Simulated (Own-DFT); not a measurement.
# How strain changes the stress of grey tin, 64 atoms (Sn64)

All numbers below are calculated, not measured. They come from Own-DFT, an in-house plane-wave density functional program, since retired, whose code no person has reviewed. Each row is one single-point run on a periodic cell that was not relaxed, without spin or spin-orbit coupling.

Settings of every run: PBE; PseudoDojo norm-conserving scalar-relativistic files; cutoff 42 hartree; 3 x 3 x 3 k mesh centred on Gamma; cold (Marzari-Vanderbilt) smearing of 0.2 eV.

Known limits: forces on such cells moved up to 12 meV/angstrom on a denser k mesh; stress not checked against mesh or cutoff.

Unstrained cell vectors in Å: (12.978, 0.000, 0.000); (0.000, 12.978, 0.000); (0.000, 0.000, 12.978). The unstrained cell has measured lattice constants (interpolated for alloys), not those of this functional. That, the random moves and any unrelaxed bonds set the pressure at no strain. Each run strains this cell uniformly, with the atoms carried along. Every atom was also moved at random, by a Gaussian of width 0.05 Å on each axis. Strain is the symmetric tensor, in per cent. Stress is positive in tension, and the pressure is minus a third of its trace.

```
run  e_xx (%)  e_yy (%)  e_zz (%)  s_xx (GPa)  s_yy (GPa)  s_zz (GPa)  P (GPa)  E (meV/atom)
  1     -0.25     -0.25      0.00       -3.89       -3.90       -3.87     3.89          22.3
  2     -3.00     -3.00      0.00       -7.55       -7.53       -6.64     7.24          85.5
  3      1.00      1.00      0.00       -2.50       -2.48       -2.84     2.61           2.2
  4     -1.25     -1.25      0.00       -5.20       -5.17       -4.77     5.05          44.1
  5     -0.25     -0.25      0.00       -3.93       -3.93       -3.79     3.88          22.1
  6     -1.25     -1.25      0.00       -5.11       -5.04       -4.71     4.96          36.1
  7     -2.25     -2.25      0.00       -6.51       -6.52       -5.81     6.28          67.3
  8     -2.25     -2.25      0.00       -6.55       -6.56       -5.88     6.33          74.0
  9      1.00      1.00      0.00       -2.48       -2.48       -2.76     2.58           0.0
 10     -3.00     -3.00      0.00       -7.60       -7.58       -6.64     7.27          89.3
 11      0.50      0.50      0.00           ?           ?           ?        ?             ?
```

E is the free energy for each atom above the lowest run shown.

## Worked fit

The change of volume is close to e_xx + e_yy + e_zz. A straight line through the runs shown gives P = 3.67 - 59 x (fractional change of volume) GPa, with an error of 1 on the slope and a scatter of 0.11 GPa. The strain isn't the same on all axes, but the crystal is cubic, so the slope still estimates the bulk modulus, averaged over pressures from 2.6 to 7.3 GPa.

## Withheld run

Question: what pressure should run 11 give? Its volume changes by 1.00 %.

The line gives 3.1 GPa. The calculation gave 3.09 GPa.
